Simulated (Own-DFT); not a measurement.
# What a defect does to the pressure of its cell: zincblende InP

No measurement is shown. These are fixed-geometry runs of a retired plane-wave code named Own-DFT, which no person has reviewed; spin and spin-orbit coupling are neglected.

All runs used: PBE; PseudoDojo norm-conserving scalar-relativistic files; cutoff 36 hartree; 2 x 3 x 3 k mesh centred on Gamma; Fermi-Dirac smearing of 0.1 eV.

Caveats (not all hold for every row): not probed for a lower state with spin; forces on such cells failed a check on a denser k mesh; forces not confirmed at this smearing and k mesh; stress not checked against mesh or cutoff.

All runs share one cell, with vectors in Å (17.606, 0.000, 0.000); (0.000, 11.737, 0.000); (0.000, 0.000, 11.737) and a volume of 2425.5 Å³. The atoms are randomly displaced, by u rms on each axis. The defect's site can differ from row to row.

```
                                      cell  formula   u (Å)  P (GPa)
                                 no defect  In48P48  0.0203     3.19
                                 no defect  In48P48  0.0493     3.63
                                 no defect  In48P48  0.0500     3.52
                  two P on an In site each  In46P50  0.0291     3.01
                  two P on an In site each  In46P50  0.0312     3.04
                  two P on an In site each  In46P50  0.0499     3.22
                        one In on a P site  In49P47  0.0284     3.84
                        one In on a P site  In49P47  0.0490     4.15
                        one In on a P site  In49P47  0.0523     4.17
one In on a P site and one P on an In site  In48P48  0.0278     3.50
one In on a P site and one P on an In site  In48P48  0.0503     3.87
one In on a P site and one P on an In site  In48P48  0.0524     3.87
                           two P vacancies  In48P46  0.0472     3.24
                           two P vacancies  In48P46  0.0482     3.24
                           two P vacancies  In48P46  0.0501        ?
                           two P vacancies  In48P46  0.0516     3.44
```

## Analysis

P = P0 + c u² + a shift for each defect gives P0 = 3.12 GPa, c = 180 ± 18 GPa/Å² and a scatter of 0.05 GPa. The shifts, and each times the cell's volume:

- one In on a P site: 0.57 ± 0.04 GPa, 8.7 eV
- one In on a P site and one P on an In site: 0.26 ± 0.04 GPa, 3.9 eV
- two P vacancies: -0.25 ± 0.05 GPa, -3.8 eV (-1.9 eV for each of its 2 sites)
- two P on an In site each: -0.29 ± 0.04 GPa, -4.4 eV (-2.2 eV for each of its 2 sites)

Against the defect-free cell, a freed cell would be larger where the shift is positive and smaller where it is negative (160.2 GPa Å³ is 1 eV). The atoms around the defects weren't relaxed, which would change these numbers.

## The run left out

Question: what pressure belongs in the blank (two P vacancies, u = 0.0501 Å)?

The fitted form gives 3.32 ± 0.06 GPa. DFT gave 3.42 GPa.
